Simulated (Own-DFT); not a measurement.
## Calculated data, Si₃Ge (layered order of Si and Ge on the diamond lattice, atoms displaced)

A calculation, not a measurement: plane-wave PBE density functional theory by an unreviewed code, no spin, of a simulated periodic cell, stress positive in tension, free energy of the whole cell less one offset for each atom, forces on such cells passed a denser k mesh, this cell's mesh not checked; offsets are fitted by least squares, one for each functional and potential file, so energies compare only between cells with the same atoms and settings and are not formation energies; the far tail of each file's local potential was reset to the Coulomb form; each entry is a single point on an unrelaxed cell, so the pressure reflects the starting lattice, mostly measured values, from which strain is counted, and rises with the displacements; printed positions are rounded, which can move forces by about a meV/angstrom; the program is a retired in-house code; no spin-orbit coupling. Program: Own-DFT development build.

Common to all runs: functional PBE; potential files PseudoDojo norm-conserving, scalar-relativistic, standard set; wave cutoff 42 hartree; occupations Fermi-Dirac; smearing width 0.1 eV; k mesh 3 x 3 x 3 centred on Gamma.

(1) 
```xyz
64
Lattice="10.9755 0.0000 0.0000 0.0000 10.9755 0.0000 0.0000 0.0000 10.9755" Properties=species:S:1:pos:R:3:force_x:R:1:force_y:R:1:force_z:R:1 formula=Si3Ge free_energy_of_cell_above_offsets=-5.099 pressure=2.5 stress_xx=-2.49 stress_yy=-2.48 stress_zz=-2.52 stress_yz=0.3 stress_xz=0.43 stress_xy=0.14
Ge    10.9506    10.9737    10.9533      0.705      0.079     -0.152
Si     0.0064     2.7213     2.6753     -0.489      0.328      2.124
Si     2.7951    10.9580     2.7061     -1.089      0.851      1.128
Ge     2.6644     2.7208    10.9643      1.316      0.599     -0.431
Ge     1.3522     1.4595     1.3819      0.254     -2.037       0.25
Si     1.3491     4.1339     4.0851     -0.065     -0.133      0.213
Si     4.0885     1.4216     4.1135      0.329      -0.32     -0.355
Ge     4.0884     4.1381     1.3687      0.214     -0.601      0.485
Si    10.9538    10.9435     5.5128      0.593      0.578     -0.242
Si     0.0319     2.7194     8.2090     -0.162      0.524       0.44
Si     2.7657     0.0075     8.2515     -0.011     -0.093      0.142
Si     2.7494     2.7781     5.4750     -0.423     -0.119     -0.036
Si     1.4003     1.3541     6.8574     -0.041      0.066     -0.198
Si     1.4022     4.1516     9.6632     -0.386     -0.323      -1.72
Si     4.1297     1.3981     9.6421     -0.426      -0.24     -0.539
Si     4.1330     4.1014     6.8260     -0.275      0.412      0.438
Ge     0.0234     5.5150    10.9336     -0.532     -0.148      0.247
Si     0.0273     8.1777     2.7326     -0.464      0.708      0.582
Si     2.7162     5.5071     2.7287      0.661      0.053      0.885
Ge     2.6890     8.2431    10.9754      1.056     -0.386     -0.794
Ge     1.4052     6.8578     1.3621       -0.5     -0.177      0.489
Si     1.3389     9.6275     4.1261      0.309     -0.215     -0.514
Si     4.1650     6.9393     4.0623     -1.003     -0.912      0.803
Ge     4.0791     9.6179     1.3514      0.353     -0.674      0.526
Si     0.0074     5.5218     5.5025      0.028     -0.223     -0.238
Si    10.9687     8.2048     8.2367      0.324      0.204     -0.173
Si     2.7327     5.4982     8.2379      0.342     -0.222     -0.232
Si     2.7143     8.2527     5.4682      0.593       0.26      0.227
Si     1.3752     6.8735     6.8556      0.149     -0.032       0.07
Si     1.3716     9.5560     9.6158     -0.326      0.765     -0.935
Si     4.1466     6.8683     9.5669     -0.616      0.106     -0.025
Si     4.1549     9.6695     6.8590     -0.599     -0.928      0.078
Ge     5.4645    10.9659     0.0282      0.442      0.445     -0.528
Si     5.5570     2.7297     2.7424     -1.545      0.332      0.357
Si     8.2482     0.0309     2.7910     -0.266     -0.261     -0.193
Ge     8.2685     2.7488     0.0140     -0.613      0.234     -0.858
Ge     6.8540     1.3961     1.4109      0.509     -0.575     -0.142
Si     6.8461     4.0411     4.0836       0.67      1.084       0.53
Si     9.6016     1.3210     4.1296      0.644      0.623     -0.033
Ge     9.6213     4.1017     1.4157     -0.143      0.882     -0.118
Si     5.4374     0.0064     5.4582      0.589      0.354     -0.151
Si     5.4492     2.7484     8.2644      0.636      0.026      -0.56
Si     8.2493     0.0221     8.2118     -0.082     -0.392      0.181
Si     8.2873     2.7321     5.4632     -0.439       0.23      0.438
Si     6.8538     1.3435     6.8393     -0.071      0.469      0.037
Si     6.8498     4.1785     9.5605     -0.017      -1.04      0.315
Si     9.6077     1.3546     9.6235     -0.046      0.412      -1.11
Si     9.6225     4.1750     6.8637     -0.109     -0.623      0.174
Ge     5.4928     5.5018    10.9680     -0.306      -0.12     -0.553
Si     5.4749     8.2687     2.7724      0.681      0.345     -0.446
Si     8.2186     5.5319     2.7316      0.138     -0.892      0.978
Ge     8.2249     8.2176    10.9287     -0.051      0.321      0.313
Ge     6.8510     6.8366     1.3818     -0.103      0.802      0.358
Si     6.8803     9.6421     4.1001     -0.325     -0.155      0.367
Si     9.6025     6.8445     4.1249      -0.07      0.369     -0.038
Ge     9.5917     9.6392     1.3723     -0.025     -0.731       0.74
Si     5.4808     5.4934     5.4645      0.372      0.012     -0.121
Si     5.4823     8.2091     8.2205      0.378      0.691       -0.1
Si     8.2238     5.4922     8.2892      0.502        0.3      -0.77
Si     8.2459     8.2743     5.4886      0.027     -0.298      0.046
Si     6.8957     6.8515     6.8790     -0.186      0.078     -0.341
Si     6.8540     9.6289     9.6380     -0.029      -0.17     -1.257
Si     9.6121     6.8875     9.5962     -0.081     -0.365     -0.485
Si     9.6750     9.5986     6.8574     -0.898     -0.135      0.428
```

Units: free_energy_of_cell_above_offsets in eV; pressure, stress_xx, stress_yy, stress_zz, stress_yz, stress_xz, stress_xy in GPa; force_x, force_y, force_z in eV/Å.

(2) 
```xyz
64
Lattice="10.9755 0.0000 0.0000 0.0000 10.9755 0.0000 0.0000 0.0000 10.9755" Properties=species:S:1:pos:R:3:force_x:R:1:force_y:R:1:force_z:R:1 formula=Si3Ge free_energy_of_cell_above_offsets=-5.089 pressure=2.5 stress_xx=-2.49 stress_yy=-2.46 stress_zz=-2.56 stress_yz=0.23 stress_xz=-0.04 stress_xy=-0.12
Ge    10.9187     0.0040     0.0413      1.313      0.114     -1.035
Si     0.0056     2.8044     2.7319     -0.027     -0.945      0.719
Si     2.7773    10.9634     2.7489     -0.142     -0.162      0.078
Ge     2.7098     2.7408    10.9289      0.581      0.176     -0.183
Ge     1.4112     1.4022     1.3877     -0.522     -0.343      0.567
Si     1.3922     4.1669     4.0210     -0.012     -0.353      0.882
Si     4.1239     1.3223     4.0887     -0.164      0.943      0.009
Ge     4.1023     4.1448     1.3628      0.062     -0.556      0.152
Si     0.0639    10.9094     5.5207     -0.874      0.125      -0.47
Si     0.0345     2.7541     8.2617     -0.366     -0.435     -0.455
Si     2.7017    10.9652     8.2074      0.734      0.138     -0.118
Si     2.7439     2.7703     5.4447     -0.234     -0.497      0.039
Si     1.3186     1.3515     6.8500      0.726      0.537      0.001
Si     1.3370     4.0945     9.6060      0.585      0.589     -0.703
Si     4.1048     1.3813     9.5882      0.325     -0.272     -0.641
Si     4.1124     4.0955     6.8620     -0.251     -0.041      0.227
Ge     0.0081     5.5095    10.9303     -0.109      -0.68      0.376
Si    10.9547     8.2269     2.7444       0.13      0.051      0.635
Si     2.7855     5.4802     2.7410     -0.379      0.585      0.048
Ge     2.6831     8.2221    10.9701      0.939      0.196     -0.528
Ge     1.3732     6.8604     1.3575     -0.217     -0.314      1.046
Si     1.4144     9.6016     4.1122     -0.142     -0.343     -0.082
Si     4.0792     6.8348     4.1214      0.681      0.386      0.081
Ge     4.1567     9.5626     1.3691      -0.64     -0.045      0.578
Si     0.0376     5.4733     5.4665      0.236      0.175      0.311
Si     0.0543     8.3003     8.1994     -1.199      -0.64      0.779
Si     2.7410     5.5112     8.2246     -0.098     -0.263      0.143
Si     2.7473     8.2384     5.5195      0.047     -0.233     -0.206
Si     1.3407     6.9102     6.9128      0.443     -0.584     -0.799
Si     1.4010     9.5878     9.5840     -0.584      0.786      -0.01
Si     4.1123     6.8745     9.6098     -0.181     -0.171     -0.457
Si     4.1680     9.5941     6.8328     -0.704     -0.005      0.544
Ge     5.4956    10.9079    10.9672     -0.106       1.28     -0.371
Si     5.4831     2.7527     2.7174      0.071      0.137      0.954
Si     8.2260     0.0037     2.7067     -0.404     -0.233      1.109
Ge     8.2365     2.7274     0.0064      0.546      0.315     -1.258
Ge     6.8777     1.4293     1.3619     -0.619     -0.963       0.51
Si     6.8855     4.1508     4.1327     -0.126     -0.896     -0.187
Si     9.6400     1.2916     4.0993      0.159       0.59      0.202
Ge     9.5874     4.1218     1.4044      0.318      0.097     -0.324
Si     5.4227     0.0093     5.4723       0.97     -0.059      0.197
Si     5.5363     2.8144     8.2627     -0.648     -1.014     -0.441
Si     8.2295     0.0039     8.2288     -0.072     -0.129     -0.038
Si     8.2894     2.7465     5.4951     -0.208     -0.475     -0.375
Si     6.8641     1.3719     6.8563     -0.125      0.262      -0.11
Si     6.8512     4.1216     9.6059       0.64      0.409     -0.238
Si     9.6463     1.3392     9.5692     -0.525      0.473     -0.205
Si     9.6782     4.0764     6.8356     -0.528      0.555       0.41
Ge     5.4971     5.5012    10.9736     -0.149      0.006     -0.616
Si     5.5482     8.2458     2.7358     -0.775     -0.909      0.678
Si     8.2291     5.4541     2.7386     -0.063      0.684      0.701
Ge     8.1946     8.2144    10.9683      0.774      0.257      -0.92
Ge     6.8841     6.8597     1.3529     -0.172     -0.296      1.063
Si     6.8052     9.5461     4.1529      0.845      0.893     -0.003
Si     9.6158     6.8108     4.1408     -0.297      0.381     -0.196
Ge     9.5910     9.6201     1.3589     -0.427     -0.762      0.806
Si     5.4485     5.3924     5.4724      0.311      1.153      0.149
Si     5.4831     8.1867     8.2178      0.237       0.46      0.047
Si     8.1981     5.5239     8.2010      0.639     -0.815       0.04
Si     8.2236     8.2032     5.5374      0.234      0.096     -0.867
Si     6.8804     6.8691     6.8355     -0.922     -0.617      0.007
Si     6.8408     9.6103     9.6037      0.294     -0.489     -1.031
Si     9.6014     6.7869     9.6216     -0.186      1.362      -1.31
Si     9.5701     9.5792     6.8575      0.359      0.327      0.088
```

Units: free_energy_of_cell_above_offsets in eV; pressure, stress_xx, stress_yy, stress_zz, stress_yz, stress_xz, stress_xy in GPa; force_x, force_y, force_z in eV/Å.
